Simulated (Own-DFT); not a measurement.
# What a defect does to the pressure of its cell: zincblende GaAs

Calculated, not measured: single-point runs of Own-DFT, a retired in-house plane-wave DFT program that no person has reviewed, on unrelaxed cells, without spin or spin-orbit coupling.

All runs used: PBE; PseudoDojo norm-conserving scalar-relativistic files; cutoff 42 hartree; 3 x 3 x 3 k mesh centred on Gamma; Fermi-Dirac smearing of 0.1 eV.

Known weak points (not all hold for every row): not probed for a lower state with spin; forces not confirmed at this smearing and k mesh; stress not checked against mesh or cutoff.

All runs share one cell, with vectors in Å (11.737, 0.000, 0.000); (0.000, 11.737, 0.000); (0.000, 0.000, 10.919) and a volume of 1504.3 Å³, strained against the parent crystal. The atoms are randomly displaced, by u rms on each axis. The defect's site can differ from row to row.

```
                             cell     formula   u (Å)  P (GPa)
                        no defect    As32Ga32  0.0278     0.73
                        no defect    As32Ga32  0.0473     1.04
                        no defect    As32Ga32  0.0537     1.03
              one Al on a Ga site  AlAs32Ga31  0.0290     0.72
              one Al on a Ga site  AlAs32Ga31  0.0319        ?
              one Al on a Ga site  AlAs32Ga31  0.0559     1.16
              one Al on a Ga site  AlAs32Ga31  0.0569     1.19
              one P on an As site   As31Ga32P  0.0291     0.50
              one P on an As site   As31Ga32P  0.0507     0.80
              one P on an As site   As31Ga32P  0.0515     0.87
one As vacancy and one Ga vacancy    As31Ga31  0.0296     0.44
one As vacancy and one Ga vacancy    As31Ga31  0.0475     0.73
one As vacancy and one Ga vacancy    As31Ga31  0.0486     0.60
              one In on a Ga site  As32Ga31In  0.0302     1.31
              one In on a Ga site  As32Ga31In  0.0498     1.73
              one In on a Ga site  As32Ga31In  0.0513     1.63
```

## Worked fit

P = P0 + c u² + a shift for each defect gives P0 = 0.57 GPa, c = 184 ± 19 GPa/Å² and a scatter of 0.06 GPa. The shifts, and each times the cell's volume:

- one In on a Ga site: 0.61 ± 0.05 GPa, 5.8 eV
- one Al on a Ga site: 0.01 ± 0.05 GPa, 0.1 eV (not resolved)
- one P on an As site: -0.22 ± 0.05 GPa, -2.1 eV
- one As vacancy and one Ga vacancy: -0.32 ± 0.05 GPa, -3.0 eV

Against the defect-free cell, a freed cell would be larger where the shift is positive and smaller where it is negative (160.2 GPa Å³ is 1 eV). The atoms around the defects weren't relaxed, which would change these numbers.

## Prediction

Asked: what pressure belongs in the blank (one Al on a Ga site, u = 0.0319 Å)?

From the fit: 0.77 ± 0.08 GPa. The calculation gave 0.75 GPa.
